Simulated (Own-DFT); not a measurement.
# How HSE06 shifts the pressure of monoclinic HfO2, 94 atoms (Hf32O62), with two O vacancies

These are calculations. Each geometry was run twice at fixed positions with Own-DFT, a retired in-house plane-wave program that no person has reviewed: with PBE, and with HSE06 (exact exchange share 0.25 at short range, screening 0.11 per bohr, Gygi-Baldereschi treatment of its divergence). Both used PseudoDojo norm-conserving files made for PBE, a cutoff of 48 hartree, the Gamma point alone, fixed occupations, a neutral cell and no spin. One k point on a cell 10.1 Å thick isn't converged, and results move with the size of the cell. The hafnium file keeps the 4f electrons in the core, and its forces lie about 75 meV/Å off all-electron values. The oxygen file's force components were 24 meV/Å off all-electron values in a glass.

Unstrained cell vectors in Å: (10.234, 0.000, 0.000); (0.000, 10.350, 0.000); (-1.696, 0.000, 10.445), volume V0 = 1106.4 Å³, from measured lattice constants. Each geometry has its own random strain of a few per cent, its own defect sites and random moves of rms u per axis. HSE06 gave the energy alone. D is its energy less that of PBE, over the lowest D shown. The PBE stress wasn't checked against mesh or cutoff.

| run | V - V0 (Å³) | u (Å) | P with PBE (GPa) | D (eV) |
|---|---|---|---|---|
| 1 | -3.1 | 0.0306 | 4.25 | 1.011 |
| 2 | -32.6 | 0.0312 | 12.41 | 0.261 |
| 3 | 29.0 | 0.0311 | -1.80 | 1.780 |
| 4 | -17.2 | 0.0513 | 9.56 | 0.907 |
| 5 | -25.8 | 0.0466 | 10.59 | 0.724 |
| 6 | -16.0 | 0.0493 | 9.11 | 0.862 |
| 7 | 43.1 | 0.0292 | -4.54 | 2.185 |
| 8 | -11.1 | 0.0486 | 7.31 | 0.970 |
| 9 | -12.8 | 0.0289 | 7.26 | 0.705 |
| 10 | -4.0 | 0.0491 | 6.81 | 1.166 |
| 11 | -45.6 | 0.0280 | 15.17 | 0.000 |
| 12 | -19.9 | 0.0307 | 9.39 | 0.563 |
| 13 | -31.5 | 0.0296 | 11.12 | ? |

## What the rows give

D = 0.96 + 0.0245 (V - V0) + 137 u² eV, with an error of 0.0007 on the volume slope, 21 on the last term and a scatter of 0.05 eV. Pressure is -dE/dV, and 1 eV/Å³ is 160.2 GPa, so HSE06 changes the pressure by -3.9 ± 0.1 GPa. With the ions held to the strained lattice, the PBE pressure falls by 247 ± 8 GPa per unit of volume strain; the shape of the strain isn't fitted, so the true error is larger, and a relaxed crystal would be softer. On that slope HSE06's volume at a given pressure is about 1.6 % smaller, or 0.5 % in lengths. At u = 0 and V0 the PBE pressure is 4.2 GPa, which puts the zero-pressure volume, against the measured cell and with the defects in, at +1.7 % for PBE and +0.1 % for HSE06, each good to a few tenths of a per cent.

## Check

Asked: what D should run 13 give?

Estimate: 0.30 eV, with rows scattering by 0.05. The hidden result is 0.334 eV.
